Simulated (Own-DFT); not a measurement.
Simulation results for Hf₂₀Si₃₉ (HfSi2 crystal with one vacancy, atoms displaced)

Computed with Own-DFT development build. A calculation, not a measurement: plane-wave density functional theory by an unreviewed code, no spin, of a simulated periodic cell, stress positive in tension, run twice, with PBE and with PBEsol, both on files made for PBE, so the change isn't that of files made for PBEsol, hafnium file: forces about 75 meV/angstrom off all-electron values; forces on such cells moved up to 12 meV/angstrom on a denser k mesh; the far tail of each file's local potential was reset to the Coulomb form; each entry is a single point on an unrelaxed cell, so the pressure reflects the starting lattice, taken from the Materials Project, from which strain is counted, and rises with the displacements; printed positions are rounded, which can move forces by about a meV/angstrom; the program, named Own-DFT, is a retired in-house code; no spin-orbit coupling; stress was not checked against mesh or cutoff.

Settings shared by all entries: functional PBE, then PBEsol; potential files PseudoDojo norm-conserving, scalar-relativistic, standard set; wave cutoff 42 hartree; occupations cold (Marzari-Vanderbilt); smearing width 0.2 eV; k mesh 4 x 4 x 4 centred on Gamma.

(1) 
```cif
# cell vector a (Å): -7.2972 7.0724 -1.7824
# cell vector b (Å): 3.6486 7.0873 5.7379
# cell vector c (Å): 3.6486 3.5213 -8.4115
data_Hf20Si39
_symmetry_space_group_name_H-M 'P 1'
_symmetry_Int_Tables_number 1
_cell_length_a 10.3172
_cell_length_b 9.8217
_cell_length_c 9.8217
_cell_angle_alpha 95.948
_cell_angle_beta 82.474
_cell_angle_gamma 82.474
_cell_volume 970.77
loop_
_atom_site_label
_atom_site_type_symbol
_atom_site_fract_x
_atom_site_fract_y
_atom_site_fract_z
_atom_site_occupancy
Hf1 Hf 0.52777 0.55343 0.74703 1
Hf2 Hf 0.28597 0.25023 0.03974 1
Si1 Si 0.42840 0.29547 0.80283 1
Si2 Si 0.37395 0.49344 0.00989 1
Si3 Si 0.28104 0.59584 0.70131 1
Si4 Si 0.52316 0.21812 0.09869 1
Hf3 Hf 0.72586 0.73807 0.94503 1
Hf4 Hf 0.46960 0.45428 0.23645 1
Si5 Si 0.63339 0.49007 0.99038 1
Si6 Si 0.57710 0.69800 0.20605 1
Si7 Si 0.48018 0.78630 0.91108 1
Si8 Si 0.71682 0.40549 0.29075 1
Hf5 Hf 0.92344 0.95468 0.15484 1
Hf6 Hf 0.66396 0.65045 0.45417 1
Si9 Si 0.83422 0.70178 0.18986 1
Si10 Si 0.77608 0.90960 0.40395 1
Si11 Si 0.67334 0.99162 0.10074 1
Si12 Si 0.92555 0.59369 0.50165 1
Hf7 Hf 0.02705 0.54873 0.74843 1
Hf8 Hf 0.78448 0.25046 0.04103 1
Si13 Si 0.93521 0.30001 0.80097 1
Si14 Si 0.87932 0.49242 0.99332 1
Si15 Si 0.77509 0.58145 0.69620 1
Si16 Si 0.03290 0.20737 0.11058 1
Hf9 Hf 0.22677 0.74499 0.95810 1
Hf10 Hf 0.98425 0.45609 0.24598 1
Si17 Si 0.13311 0.49739 0.01433 1
Si18 Si 0.07711 0.69537 0.19763 1
Si19 Si 0.22177 0.39862 0.28319 1
Hf11 Hf 0.43931 0.95043 0.14970 1
Hf12 Hf 0.16683 0.65340 0.45497 1
Si20 Si 0.33997 0.68724 0.19812 1
Si21 Si 0.27091 0.89539 0.39234 1
Si22 Si 0.16429 0.00801 0.11315 1
Si23 Si 0.42658 0.62430 0.50582 1
Hf13 Hf 0.62761 0.14366 0.35385 1
Hf14 Hf 0.37043 0.85569 0.65953 1
Si24 Si 0.53284 0.88877 0.41057 1
Si25 Si 0.47624 0.08781 0.61462 1
Si26 Si 0.36904 0.19855 0.29503 1
Si27 Si 0.63100 0.78418 0.68507 1
Hf15 Hf 0.82927 0.34812 0.54569 1
Hf16 Hf 0.57448 0.04985 0.84964 1
Si28 Si 0.70671 0.10177 0.59190 1
Si29 Si 0.67556 0.30597 0.80185 1
Si30 Si 0.57463 0.39760 0.51611 1
Si31 Si 0.82052 0.01100 0.90843 1
Hf17 Hf 0.11518 0.16086 0.35505 1
Hf18 Hf 0.87857 0.85064 0.64898 1
Si32 Si 0.01733 0.90277 0.39225 1
Si33 Si 0.99160 0.08348 0.60184 1
Si34 Si 0.88088 0.19869 0.31009 1
Si35 Si 0.11809 0.80910 0.71423 1
Hf19 Hf 0.31785 0.34995 0.55482 1
Hf20 Hf 0.07304 0.05926 0.82837 1
Si36 Si 0.22491 0.10728 0.59536 1
Si37 Si 0.17615 0.30296 0.79684 1
Si38 Si 0.06844 0.40700 0.50013 1
Si39 Si 0.33204 0.00233 0.87681 1
_calc_PBE_pressure 3.64  # GPa
_calc_PBE_stress_xx -4.25  # GPa
_calc_PBE_stress_yy -5.18  # GPa
_calc_PBE_stress_zz -1.5  # GPa
_calc_PBE_stress_yz 1.04  # GPa
_calc_PBE_stress_xz -0.19  # GPa
_calc_PBE_stress_xy -0.3  # GPa
_calc_PBEsol_pressure 0.44  # GPa
_calc_PBEsol_stress_xx -1.33  # GPa
_calc_PBEsol_stress_yy -1.91  # GPa
_calc_PBEsol_stress_zz 1.93  # GPa
_calc_PBEsol_stress_yz 1.08  # GPa
_calc_PBEsol_stress_xz -0.19  # GPa
_calc_PBEsol_stress_xy -0.29  # GPa
_calc_rms_change_of_force_components_from_PBE_to_PBEsol 0.032  # eV/angstrom
```

Force:
| force element | PBE force x (eV/Å) | PBE force y (eV/Å) | PBE force z (eV/Å) | PBEsol force x (eV/Å) | PBEsol force y (eV/Å) | PBEsol force z (eV/Å) |
| --- | --- | --- | --- | --- | --- | --- |
| Hf | 0.582 | -0.903 | -2.238 | 0.561 | -0.871 | -2.16 |
| Hf | 0.506 | -1.116 | 0.139 | 0.519 | -1.081 | 0.099 |
| Si | -0.098 | 0.138 | 0.726 | -0.084 | 0.131 | 0.704 |
| Si | -0.499 | 0.018 | 1.606 | -0.511 | 0.017 | 1.565 |
| Si | 1.402 | 0.013 | 0.025 | 1.402 | -0.007 | -0.025 |
| Si | -1.939 | -0.716 | -0.408 | -1.931 | -0.693 | -0.355 |
| Hf | -0.032 | 0.848 | -0.505 | 0.001 | 0.813 | -0.473 |
| Hf | 0.437 | 1.596 | -1.825 | 0.423 | 1.559 | -1.81 |
| Si | 0.785 | 0.542 | 0.039 | 0.812 | 0.554 | 0.034 |
| Si | -0.466 | 0.268 | 0.566 | -0.482 | 0.263 | 0.555 |
| Si | 0.629 | -0.161 | 0.589 | 0.614 | -0.165 | 0.55 |
| Si | -0.496 | 0.621 | -0.634 | -0.488 | 0.616 | -0.585 |
| Hf | 0.057 | -0.736 | -0.3 | 0.09 | -0.683 | -0.293 |
| Hf | -3.051 | 0.694 | 1.297 | -2.994 | 0.675 | 1.228 |
| Si | 0.34 | -0.285 | -0.207 | 0.347 | -0.286 | -0.202 |
| Si | -0.474 | -0.747 | -0.422 | -0.478 | -0.748 | -0.402 |
| Si | -0.373 | 1.164 | -0.102 | -0.339 | 1.124 | -0.156 |
| Si | 1.454 | 0.288 | 1.878 | 1.46 | 0.309 | 1.93 |
| Hf | 0.138 | 0.354 | -1.015 | 0.101 | 0.314 | -0.958 |
| Hf | 1.297 | 0.52 | 0.12 | 1.291 | 0.503 | 0.097 |
| Si | 0.212 | -0.55 | 0.823 | 0.198 | -0.57 | 0.809 |
| Si | 0.243 | 0.79 | 0.227 | 0.242 | 0.785 | 0.212 |
| Si | 0.479 | 1.513 | -0.656 | 0.479 | 1.458 | -0.71 |
| Si | 0.126 | -0.92 | 1.835 | 0.153 | -0.87 | 1.886 |
| Hf | 0.002 | 0.266 | -0.039 | -0.034 | 0.287 | -0.03 |
| Hf | 1.678 | -1.312 | 0.654 | 1.642 | -1.299 | 0.594 |
| Si | -0.214 | -0.542 | 1.499 | -0.21 | -0.561 | 1.463 |
| Si | 0.3 | 0.619 | 0.312 | 0.289 | 0.63 | 0.288 |
| Si | 0.495 | 1.607 | -0.59 | 0.505 | 1.582 | -0.524 |
| Hf | 1.561 | -2.165 | -1.011 | 1.53 | -2.129 | -0.963 |
| Hf | -0.997 | 0.899 | 1.163 | -0.982 | 0.862 | 1.109 |
| Si | 1.529 | 0.297 | 1.062 | 1.52 | 0.275 | 1.043 |
| Si | 0.048 | 0.605 | -0.225 | 0.052 | 0.605 | -0.226 |
| Si | -3.083 | -0.517 | -0.15 | -3.089 | -0.522 | -0.213 |
| Si | -0.611 | -2.598 | 0.36 | -0.622 | -2.523 | 0.396 |
| Hf | 0.694 | -0.358 | 0.482 | 0.676 | -0.341 | 0.492 |
| Hf | -1.324 | -0.989 | 1.764 | -1.327 | -0.982 | 1.708 |
| Si | 0.628 | -0.09 | 1.257 | 0.628 | -0.098 | 1.225 |
| Si | 0.402 | -0.198 | 1.474 | 0.417 | -0.227 | 1.434 |
| Si | -0.061 | 0.661 | -0.895 | -0.063 | 0.627 | -0.937 |
| Si | 2.288 | 1.986 | -0.403 | 2.282 | 1.953 | -0.354 |
| Hf | 0.586 | -0.936 | -1.487 | 0.586 | -0.899 | -1.404 |
| Hf | -0.599 | 0.567 | 0.49 | -0.578 | 0.549 | 0.466 |
| Si | -0.705 | 1.433 | -1.304 | -0.715 | 1.46 | -1.286 |
| Si | -0.773 | -0.605 | 0.036 | -0.798 | -0.608 | 0.037 |
| Si | -0.618 | -1.136 | 0.932 | -0.604 | -1.11 | 0.882 |
| Si | -2.443 | -1.183 | -0.227 | -2.454 | -1.14 | -0.159 |
| Hf | -1.577 | 0.347 | -2.003 | -1.559 | 0.349 | -1.917 |
| Hf | 0.539 | -0.23 | 0.808 | 0.519 | -0.248 | 0.804 |
| Si | -0.289 | 0.425 | -0.837 | -0.29 | 0.42 | -0.817 |
| Si | 0.924 | -0.65 | 2.006 | 0.944 | -0.658 | 1.953 |
| Si | 1.096 | -1.386 | 0.794 | 1.091 | -1.372 | 0.726 |
| Si | -0.647 | -1.15 | -1.09 | -0.622 | -1.118 | -1.031 |
| Hf | -1.023 | 0.129 | -0.188 | -0.998 | 0.133 | -0.159 |
| Hf | 0.861 | 1.807 | -2.929 | 0.848 | 1.8 | -2.88 |
| Si | -0.472 | -0.205 | -0.231 | -0.467 | -0.189 | -0.228 |
| Si | 0.035 | 0.171 | -0.119 | 0.029 | 0.177 | -0.113 |
| Si | -1.867 | 0.119 | -1.282 | -1.889 | 0.097 | -1.335 |
| Si | 2.378 | 1.08 | -1.636 | 2.353 | 1.068 | -1.584 |

(2) 
```cif
# cell vector a (Å): -7.2972 7.0724 -1.7824
# cell vector b (Å): 3.6486 7.0873 5.7379
# cell vector c (Å): 3.6486 3.5213 -8.4115
data_Hf20Si39
_symmetry_space_group_name_H-M 'P 1'
_symmetry_Int_Tables_number 1
_cell_length_a 10.3172
_cell_length_b 9.8217
_cell_length_c 9.8217
_cell_angle_alpha 95.948
_cell_angle_beta 82.474
_cell_angle_gamma 82.474
_cell_volume 970.77
loop_
_atom_site_label
_atom_site_type_symbol
_atom_site_fract_x
_atom_site_fract_y
_atom_site_fract_z
_atom_site_occupancy
Hf1 Hf 0.51335 0.54523 0.76023 1
Hf2 Hf 0.28306 0.25389 0.04253 1
Si1 Si 0.42499 0.30854 0.80739 1
Si2 Si 0.38446 0.50242 0.99780 1
Si3 Si 0.28123 0.59725 0.71844 1
Si4 Si 0.53252 0.19507 0.08721 1
Hf3 Hf 0.72865 0.76227 0.94706 1
Hf4 Hf 0.47008 0.44775 0.23923 1
Si5 Si 0.63396 0.50261 0.99963 1
Si6 Si 0.55409 0.70715 0.20244 1
Si7 Si 0.47965 0.79815 0.89911 1
Si8 Si 0.71725 0.39843 0.28773 1
Hf5 Hf 0.92292 0.93614 0.14739 1
Hf6 Hf 0.67230 0.65361 0.45801 1
Si9 Si 0.81291 0.70137 0.19972 1
Si10 Si 0.77327 0.89691 0.39552 1
Si11 Si 0.67716 0.00904 0.10254 1
Si12 Si 0.92296 0.60816 0.48404 1
Hf7 Hf 0.02776 0.54003 0.75037 1
Hf8 Hf 0.77405 0.26897 0.05013 1
Si13 Si 0.92009 0.30765 0.80551 1
Si14 Si 0.88987 0.49215 0.99780 1
Si15 Si 0.79264 0.59097 0.69698 1
Si16 Si 0.02958 0.21406 0.09171 1
Hf9 Hf 0.22239 0.75003 0.96282 1
Hf10 Hf 0.98104 0.45198 0.23822 1
Si17 Si 0.12880 0.49631 0.00201 1
Si18 Si 0.08519 0.70012 0.20271 1
Si19 Si 0.96827 0.80425 0.90494 1
Si20 Si 0.22678 0.41434 0.29006 1
Hf11 Hf 0.41814 0.94861 0.16219 1
Hf12 Hf 0.17321 0.66563 0.43968 1
Si21 Si 0.26281 0.90617 0.39744 1
Si22 Si 0.17809 0.00298 0.10719 1
Si23 Si 0.41521 0.62770 0.50392 1
Hf13 Hf 0.63431 0.13669 0.34226 1
Hf14 Hf 0.36843 0.85535 0.65098 1
Si24 Si 0.52417 0.88938 0.40023 1
Si25 Si 0.47649 0.10003 0.59192 1
Si26 Si 0.37683 0.20871 0.30434 1
Si27 Si 0.62356 0.81292 0.69214 1
Hf15 Hf 0.81639 0.34596 0.54911 1
Hf16 Hf 0.57597 0.05426 0.82491 1
Si28 Si 0.71754 0.09566 0.58893 1
Si29 Si 0.68273 0.30156 0.79835 1
Si30 Si 0.58602 0.40244 0.48843 1
Si31 Si 0.83948 0.00263 0.88587 1
Hf17 Hf 0.12194 0.13773 0.34289 1
Hf18 Hf 0.88959 0.84759 0.64457 1
Si32 Si 0.02495 0.89301 0.39806 1
Si33 Si 0.98661 0.11386 0.60075 1
Si34 Si 0.87556 0.18816 0.29521 1
Si35 Si 0.11483 0.81604 0.69394 1
Hf19 Hf 0.30805 0.35581 0.55498 1
Hf20 Hf 0.06673 0.05380 0.85025 1
Si36 Si 0.21890 0.10213 0.59821 1
Si37 Si 0.16762 0.30888 0.79230 1
Si38 Si 0.07591 0.40639 0.50508 1
Si39 Si 0.33223 0.00170 0.89263 1
_calc_PBE_pressure 3.82  # GPa
_calc_PBE_stress_xx -4.4  # GPa
_calc_PBE_stress_yy -4.66  # GPa
_calc_PBE_stress_zz -2.38  # GPa
_calc_PBE_stress_yz 1.2  # GPa
_calc_PBE_stress_xz -0.17  # GPa
_calc_PBE_stress_xy 0.14  # GPa
_calc_PBEsol_pressure 0.59  # GPa
_calc_PBEsol_stress_xx -1.46  # GPa
_calc_PBEsol_stress_yy -1.36  # GPa
_calc_PBEsol_stress_zz 1.04  # GPa
_calc_PBEsol_stress_yz 1.22  # GPa
_calc_PBEsol_stress_xz -0.17  # GPa
_calc_PBEsol_stress_xy 0.14  # GPa
_calc_rms_change_of_force_components_from_PBE_to_PBEsol 0.03  # eV/angstrom
```

Force:
| force element | PBE force x (eV/Å) | PBE force y (eV/Å) | PBE force z (eV/Å) | PBEsol force x (eV/Å) | PBEsol force y (eV/Å) | PBEsol force z (eV/Å) |
| --- | --- | --- | --- | --- | --- | --- |
| Hf | -2.716 | 1.823 | 0.388 | -2.678 | 1.806 | 0.417 |
| Hf | 0.392 | -0.477 | 0.165 | 0.403 | -0.474 | 0.125 |
| Si | -0.332 | -0.726 | 0.404 | -0.339 | -0.729 | 0.397 |
| Si | 0.764 | -0.145 | -0.347 | 0.774 | -0.131 | -0.341 |
| Si | 1.288 | -1.32 | 1.164 | 1.288 | -1.307 | 1.097 |
| Si | 1.397 | 0.086 | 0.688 | 1.424 | 0.1 | 0.753 |
| Hf | 0.113 | -1.513 | -1.454 | 0.105 | -1.473 | -1.39 |
| Hf | -0.289 | 1.693 | 0.054 | -0.323 | 1.651 | -0.018 |
| Si | 0.598 | 0.104 | 0.519 | 0.593 | 0.099 | 0.498 |
| Si | -0.958 | -0.27 | -0.322 | -0.938 | -0.289 | -0.302 |
| Si | 0.69 | 0.006 | -0.697 | 0.671 | -0.015 | -0.746 |
| Si | -0.333 | 1.662 | -0.03 | -0.369 | 1.639 | 0.046 |
| Hf | 0.596 | 1.378 | -0.516 | 0.602 | 1.367 | -0.467 |
| Hf | -0.644 | -0.528 | 1.441 | -0.642 | -0.531 | 1.391 |
| Si | -0.41 | -0.094 | -0.091 | -0.425 | -0.085 | -0.087 |
| Si | -0.203 | 0.013 | -0.369 | -0.205 | 0.017 | -0.355 |
| Si | -1.663 | -1.564 | 0.044 | -1.683 | -1.547 | -0.042 |
| Si | -0.503 | 0.247 | -0.107 | -0.5 | 0.258 | -0.037 |
| Hf | 0.773 | 1.685 | -0.057 | 0.76 | 1.654 | -0.037 |
| Hf | -1.857 | -1.619 | 0.171 | -1.843 | -1.6 | 0.144 |
| Si | -0.739 | -0.468 | 0.239 | -0.739 | -0.462 | 0.234 |
| Si | 1.203 | 0.422 | 0.793 | 1.203 | 0.419 | 0.766 |
| Si | 2.354 | -0.576 | 0.342 | 2.341 | -0.573 | 0.296 |
| Si | -0.202 | -0.816 | -0.293 | -0.199 | -0.785 | -0.239 |
| Hf | -0.454 | -0.528 | 0.375 | -0.457 | -0.531 | 0.447 |
| Hf | 1.323 | -0.132 | -0.243 | 1.297 | -0.144 | -0.263 |
| Si | -0.161 | 0.639 | 0.412 | -0.166 | 0.649 | 0.392 |
| Si | 0.036 | -0.534 | 0.561 | 0.027 | -0.535 | 0.552 |
| Si | -2.497 | -0.266 | -0.821 | -2.483 | -0.281 | -0.88 |
| Si | 0.357 | -0.199 | -0.072 | 0.36 | -0.188 | -0.021 |
| Hf | -0.934 | 1.014 | 0.413 | -0.924 | 1.043 | 0.468 |
| Hf | -0.018 | -0.326 | -1.394 | 0.022 | -0.345 | -1.428 |
| Si | -0.612 | 0.396 | -0.466 | -0.632 | 0.383 | -0.451 |
| Si | -0.597 | -1.395 | 0.603 | -0.58 | -1.382 | 0.547 |
| Si | -2.058 | -1.761 | -0.123 | -2.036 | -1.72 | -0.089 |
| Hf | 2.12 | 0.272 | -0.53 | 2.088 | 0.282 | -0.484 |
| Hf | 0.417 | 1.113 | 0.853 | 0.394 | 1.098 | 0.806 |
| Si | 0.532 | 0.405 | 0.463 | 0.54 | 0.399 | 0.45 |
| Si | 0.475 | -0.187 | 0.359 | 0.488 | -0.187 | 0.344 |
| Si | -0.292 | -0.849 | -0.236 | -0.3 | -0.846 | -0.27 |
| Si | -1.194 | -0.306 | -0.582 | -1.195 | -0.289 | -0.53 |
| Hf | -1.555 | 0.828 | -0.714 | -1.535 | 0.833 | -0.672 |
| Hf | 0.719 | 1.547 | -1.342 | 0.718 | 1.512 | -1.359 |
| Si | -0.443 | 0.883 | -0.17 | -0.439 | 0.899 | -0.173 |
| Si | 0.459 | -0.588 | 0.343 | 0.461 | -0.607 | 0.346 |
| Si | 2.798 | -1.428 | -0.554 | 2.805 | -1.408 | -0.608 |
| Si | 3.24 | -0.784 | 0.619 | 3.219 | -0.763 | 0.669 |
| Hf | 1.483 | 2.292 | -0.575 | 1.461 | 2.273 | -0.546 |
| Hf | 2.114 | -1.586 | 1.89 | 2.096 | -1.578 | 1.816 |
| Si | 0.569 | 0.252 | 0.814 | 0.573 | 0.252 | 0.79 |
| Si | 0.619 | -1.424 | -0.088 | 0.63 | -1.443 | -0.074 |
| Si | 0.117 | 0.69 | 0.145 | 0.121 | 0.66 | 0.097 |
| Si | -2.269 | 0.912 | -1.451 | -2.256 | 0.909 | -1.385 |
| Hf | -2.009 | 1.46 | -1.029 | -1.965 | 1.439 | -0.986 |
| Hf | -1.48 | 2.198 | 0.794 | -1.468 | 2.147 | 0.759 |
| Si | -0.58 | 0.341 | -0.043 | -0.594 | 0.362 | -0.053 |
| Si | -0.652 | 0.002 | -1.287 | -0.65 | 0.011 | -1.245 |
| Si | -0.146 | -1.778 | 0.993 | -0.15 | -1.753 | 0.921 |
| Si | 1.255 | -0.174 | -0.047 | 1.251 | -0.161 | 0.008 |

(3) 
```cif
# cell vector a (Å): -7.2972 7.0724 -1.7824
# cell vector b (Å): 3.6486 7.0873 5.7379
# cell vector c (Å): 3.6486 3.5213 -8.4115
data_Hf20Si39
_symmetry_space_group_name_H-M 'P 1'
_symmetry_Int_Tables_number 1
_cell_length_a 10.3172
_cell_length_b 9.8217
_cell_length_c 9.8217
_cell_angle_alpha 95.948
_cell_angle_beta 82.474
_cell_angle_gamma 82.474
_cell_volume 970.77
loop_
_atom_site_label
_atom_site_type_symbol
_atom_site_fract_x
_atom_site_fract_y
_atom_site_fract_z
_atom_site_occupancy
Hf1 Hf 0.51131 0.55278 0.75833 1
Hf2 Hf 0.27782 0.25175 0.05695 1
Si1 Si 0.43223 0.30989 0.79735 1
Si2 Si 0.38751 0.50535 0.97926 1
Si3 Si 0.26653 0.60802 0.71178 1
Si4 Si 0.53218 0.19231 0.09819 1
Hf3 Hf 0.73481 0.72976 0.94522 1
Hf4 Hf 0.47810 0.46418 0.24954 1
Si5 Si 0.62485 0.51150 0.99483 1
Si6 Si 0.57741 0.69795 0.18718 1
Si7 Si 0.46943 0.80928 0.90095 1
Si8 Si 0.73123 0.39653 0.29105 1
Hf5 Hf 0.92277 0.94275 0.14954 1
Hf6 Hf 0.66552 0.65654 0.42386 1
Si9 Si 0.81228 0.68747 0.20108 1
Si10 Si 0.76375 0.89844 0.41238 1
Si11 Si 0.68724 0.99377 0.09558 1
Si12 Si 0.92031 0.59435 0.50347 1
Hf7 Hf 0.03671 0.53901 0.75054 1
Hf8 Hf 0.77336 0.27545 0.05261 1
Si13 Si 0.93429 0.28931 0.80192 1
Si14 Si 0.87248 0.48570 0.99329 1
Si15 Si 0.78695 0.59818 0.70285 1
Si16 Si 0.02051 0.19656 0.10371 1
Hf9 Hf 0.23505 0.74614 0.96662 1
Hf10 Hf 0.97853 0.45618 0.24901 1
Si17 Si 0.11330 0.49614 0.99609 1
Si18 Si 0.08263 0.69379 0.20951 1
Si19 Si 0.96823 0.80649 0.90923 1
Si20 Si 0.22836 0.39475 0.28461 1
Hf11 Hf 0.42198 0.94696 0.15293 1
Hf12 Hf 0.18057 0.67203 0.44697 1
Si21 Si 0.32539 0.68995 0.18851 1
Si22 Si 0.17122 0.99005 0.10847 1
Si23 Si 0.42355 0.59446 0.49925 1
Hf13 Hf 0.62200 0.15041 0.35383 1
Hf14 Hf 0.38237 0.82947 0.64523 1
Si24 Si 0.51567 0.88145 0.39476 1
Si25 Si 0.46354 0.12030 0.61769 1
Si26 Si 0.37385 0.17222 0.29950 1
Si27 Si 0.62442 0.81011 0.69908 1
Hf15 Hf 0.84003 0.34566 0.55777 1
Hf16 Hf 0.57218 0.04218 0.83395 1
Si28 Si 0.73625 0.09280 0.58706 1
Si29 Si 0.67415 0.30478 0.80293 1
Si30 Si 0.57588 0.38872 0.50143 1
Si31 Si 0.82622 0.00354 0.89562 1
Hf17 Hf 0.12418 0.14318 0.33848 1
Hf18 Hf 0.87613 0.85324 0.65388 1
Si32 Si 0.02867 0.89691 0.40071 1
Si33 Si 0.96639 0.10024 0.60621 1
Si34 Si 0.86883 0.20361 0.29779 1
Si35 Si 0.11883 0.80928 0.69172 1
Hf19 Hf 0.32689 0.34304 0.54067 1
Hf20 Hf 0.08258 0.05136 0.83111 1
Si36 Si 0.21060 0.09274 0.61107 1
Si37 Si 0.17230 0.28463 0.80390 1
Si38 Si 0.07561 0.40692 0.50784 1
Si39 Si 0.31851 0.99228 0.89502 1
_calc_PBE_pressure 5.22  # GPa
_calc_PBE_stress_xx -5.53  # GPa
_calc_PBE_stress_yy -5.38  # GPa
_calc_PBE_stress_zz -4.76  # GPa
_calc_PBE_stress_yz 0.61  # GPa
_calc_PBE_stress_xz 0.03  # GPa
_calc_PBE_stress_xy -0.85  # GPa
_calc_PBEsol_pressure 2.01  # GPa
_calc_PBEsol_stress_xx -2.65  # GPa
_calc_PBEsol_stress_yy -2.07  # GPa
_calc_PBEsol_stress_zz -1.33  # GPa
_calc_PBEsol_stress_yz 0.63  # GPa
_calc_PBEsol_stress_xz 0.02  # GPa
_calc_PBEsol_stress_xy -0.85  # GPa
_calc_rms_change_of_force_components_from_PBE_to_PBEsol 0.033  # eV/angstrom
```

Force:
| force element | PBE force x (eV/Å) | PBE force y (eV/Å) | PBE force z (eV/Å) | PBEsol force x (eV/Å) | PBEsol force y (eV/Å) | PBEsol force z (eV/Å) |
| --- | --- | --- | --- | --- | --- | --- |
| Hf | -2.799 | 1.206 | 1.01 | -2.751 | 1.194 | 1.01 |
| Hf | -1.369 | -1.451 | 2.453 | -1.346 | -1.459 | 2.375 |
| Si | 0.412 | -0.919 | -0.684 | 0.43 | -0.907 | -0.661 |
| Si | 1.852 | -0.503 | -2.5 | 1.861 | -0.494 | -2.436 |
| Si | -1.185 | -0.594 | -0.115 | -1.186 | -0.58 | -0.161 |
| Si | 0.773 | 0.083 | 0.67 | 0.784 | 0.097 | 0.71 |
| Hf | 1.878 | 1.113 | 0.645 | 1.86 | 1.105 | 0.676 |
| Hf | -1.253 | -1.555 | 0.389 | -1.255 | -1.524 | 0.348 |
| Si | -0.268 | -1.029 | -0.743 | -0.28 | -1.001 | -0.731 |
| Si | 0.887 | 0.189 | 0.117 | 0.899 | 0.182 | 0.112 |
| Si | -1.921 | 0.041 | -1.301 | -1.922 | 0.014 | -1.357 |
| Si | 2.422 | 1.092 | 0.123 | 2.428 | 1.094 | 0.209 |
| Hf | 0.364 | 0.77 | -1.508 | 0.357 | 0.784 | -1.427 |
| Hf | -0.053 | 0.767 | -3.444 | -0.051 | 0.745 | -3.415 |
| Si | -1.154 | 1.212 | 1.018 | -1.152 | 1.213 | 0.985 |
| Si | -0.942 | -0.197 | 0.912 | -0.957 | -0.227 | 0.899 |
| Si | 1.409 | -0.999 | -0.449 | 1.398 | -1 | -0.531 |
| Si | -0.295 | 1.044 | 1.846 | -0.309 | 1.04 | 1.91 |
| Hf | 1.812 | -0.212 | -0.394 | 1.81 | -0.223 | -0.348 |
| Hf | -1.885 | -3.296 | -0.481 | -1.869 | -3.257 | -0.516 |
| Si | 0.671 | 0.024 | 0.666 | 0.672 | 0.011 | 0.656 |
| Si | 0.046 | 1.782 | 0.667 | 0.067 | 1.751 | 0.655 |
| Si | 1.213 | -1.28 | -0.154 | 1.232 | -1.255 | -0.239 |
| Si | -1.112 | 0.19 | 1.093 | -1.112 | 0.214 | 1.136 |
| Hf | 0.85 | -2.447 | 1.532 | 0.817 | -2.397 | 1.554 |
| Hf | 0.05 | -0.728 | 0.383 | 0.047 | -0.749 | 0.342 |
| Si | -0.519 | 0.861 | -0.655 | -0.526 | 0.873 | -0.65 |
| Si | 0.401 | -0.252 | 1.057 | 0.407 | -0.267 | 1.037 |
| Si | -2.378 | -0.309 | -0.471 | -2.371 | -0.323 | -0.526 |
| Si | 1.177 | 1.683 | -1.035 | 1.159 | 1.655 | -0.987 |
| Hf | -1.675 | -0.898 | -0.315 | -1.667 | -0.877 | -0.227 |
| Hf | -0.734 | -2.267 | -0.78 | -0.722 | -2.281 | -0.833 |
| Si | 0.303 | 0.924 | -0.7 | 0.299 | 0.933 | -0.691 |
| Si | -0.402 | 0.079 | 0.045 | -0.406 | 0.069 | -0.012 |
| Si | -0.071 | -0.059 | 0.113 | -0.068 | -0.04 | 0.158 |
| Hf | -0.795 | -0.771 | -0.868 | -0.795 | -0.738 | -0.805 |
| Hf | 2.041 | 1.925 | 1.79 | 2.027 | 1.9 | 1.666 |
| Si | 0.942 | 0.686 | 0.978 | 0.947 | 0.672 | 0.949 |
| Si | -1.481 | -1.519 | 0.204 | -1.501 | -1.526 | 0.213 |
| Si | 1.272 | 1.434 | -0.164 | 1.265 | 1.396 | -0.191 |
| Si | -2.016 | -1.417 | -0.125 | -1.994 | -1.381 | -0.078 |
| Hf | 1.159 | -1.926 | 0.234 | 1.136 | -1.892 | 0.267 |
| Hf | 1.45 | 2.837 | -0.009 | 1.431 | 2.792 | -0.053 |
| Si | 1.507 | -0.015 | -0.171 | 1.531 | -0.01 | -0.165 |
| Si | -0.367 | -0.094 | 0.093 | -0.385 | -0.081 | 0.094 |
| Si | 0.123 | 1.113 | -0.093 | 0.119 | 1.071 | -0.131 |
| Si | 0.594 | 0.623 | 0.903 | 0.573 | 0.629 | 0.975 |
| Hf | 1.99 | 0.925 | -1.903 | 1.982 | 0.93 | -1.787 |
| Hf | 0.048 | -0.831 | 1.191 | 0.058 | -0.818 | 1.139 |
| Si | 0.332 | 0.105 | 0.646 | 0.323 | 0.112 | 0.632 |
| Si | -1.121 | 0.062 | 0.475 | -1.126 | 0.069 | 0.457 |
| Si | -0.821 | -0.125 | -1.664 | -0.824 | -0.144 | -1.726 |
| Si | -0.681 | 0.542 | -0.416 | -0.658 | 0.547 | -0.351 |
| Hf | 0.918 | 0.38 | -1.076 | 0.902 | 0.404 | -1.041 |
| Hf | 2.645 | -0.417 | -2.612 | 2.625 | -0.42 | -2.586 |
| Si | -2.236 | 0.439 | 1.77 | -2.223 | 0.412 | 1.73 |
| Si | -0.38 | 1.384 | 0.751 | -0.384 | 1.385 | 0.721 |
| Si | -2.395 | -0.603 | 0.292 | -2.39 | -0.605 | 0.228 |
| Si | 0.77 | 1.197 | 0.76 | 0.787 | 1.184 | 0.818 |
